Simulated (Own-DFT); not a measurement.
# Short bonds, stiff crystals?

Source: density functional calculations with Own-DFT, an unreviewed in-house program that is no longer used. Nothing was measured or relaxed, and spin and spin-orbit coupling are left out.

Known weak points (not all hold for every row): forces on such cells moved up to 12 meV/angstrom on a denser k mesh; forces not confirmed at this smearing and k mesh; k mesh not checked against a denser one; forces on such cells passed a denser k mesh, each cell not checked; stress not checked against mesh or cutoff.

All runs are PBE with PseudoDojo norm-conserving files; cutoff and k mesh are each material's own. Every cell starts from measured lattice constants and was given uniform random strains and small random moves of its atoms. Each triple is the change of volume in per cent, the rms move u in Å and the pressure in GPa.

- 4H SiC (C36Si36), 10.36 Å³/atom unstrained: (-2.88, 0.048, 11.88); (-2.38, 0.050, 11.39); (1.04, 0.046, 2.61); (1.88, 0.047, 0.74); (2.00, 0.050, 0.83); (2.55, 0.050, -0.82); (3.65, 0.051, -2.30)
- wurtzite AlN (Al36N36), 10.45 Å³/atom unstrained: (-1.14, 0.049, 7.98); (-0.90, 0.052, 7.80); (0.74, 0.051, 4.93); (0.75, 0.049, 4.79); (1.66, 0.052, 2.77); (2.36, 0.050, 1.38); (2.78, 0.051, -0.03)
- wurtzite GaN (Ga48N48), 11.42 Å³/atom unstrained: withheld
- diamond silicon (Si64), 20.02 Å³/atom unstrained: (-2.59, 0.051, 5.48); (-1.97, 0.047, 4.75); (-1.47, 0.050, 4.06); (-0.88, 0.047, 3.63); (0.06, 0.051, 2.74); (1.15, 0.048, 1.55); (1.36, 0.052, 1.47)
- zincblende GaAs (As32Ga32), 22.58 Å³/atom unstrained: (-3.55, 0.046, 7.23); (-3.26, 0.052, 7.00); (-1.53, 0.052, 5.39); (-1.04, 0.048, 5.14); (-0.50, 0.048, 4.43); (0.97, 0.051, 3.15); (1.64, 0.050, 2.90)
- grey tin (Sn64), 34.15 Å³/atom unstrained: (-2.82, 0.049, 5.45); (-0.45, 0.048, 3.93); (-0.42, 0.050, 3.99); (-0.34, 0.050, 3.83); (0.41, 0.048, 3.57); (0.55, 0.053, 3.43); (1.26, 0.047, 3.00)

## Worked fit

Fit a line to each set against the fractional change of volume; B is minus its slope, and u is nearly the same within a set. To take it to zero pressure, assume that B rises by 4 GPa for each GPa: B0 = B - 4 x (mean pressure). The bond length of an ideal tetrahedral crystal with the unstrained volume v is d = (√3/4)(8 v)^(1/3). Cohen's empirical rule reads B0 = (1971 - 220 L) d^(-3.5) GPa, with L = 0 for group IV crystals and SiC and 1 for III-V compounds.

```
                  material  L  d (Å)  B (GPa)  mean P (GPa)  B0 (GPa)  rule (GPa)
          4H SiC (C36Si36)  0  1.888  231 ± 8           3.5   217 ± 8         213
    wurtzite AlN (Al36N36)  1  1.893  201 ± 9           4.2   184 ± 9         188
    wurtzite GaN (Ga48N48)  1  1.950        ?             ?         ?         169
    diamond silicon (Si64)  0  2.352  101 ± 3           3.4    87 ± 3          99
zincblende GaAs (As32Ga32)  1  2.448   87 ± 3           5.0    66 ± 3          76
           grey tin (Sn64)  0  2.810   59 ± 2           3.9    44 ± 2          53
```

A line through ln[B0/(1971 - 220 L)] against ln d has a slope of -4.0 ± 0.05 and a scatter of 2 %. Against the rule, B0 stands at 102 % for 4H SiC, 98 % for wurtzite AlN, 88 % for diamond silicon, 87 % for zincblende GaAs, 83 % for grey tin. PBE tends to make silicon and heavier crystals too soft, and the rule itself is only a guide.

## Withheld run

Q: what B0 does the fitted trend give for wurtzite GaN (Ga48N48)?

From the line: 166 GPa. Its own runs give B = 207 ± 5 GPa at a mean pressure of 8.1 GPa, so B0 = 174 GPa.
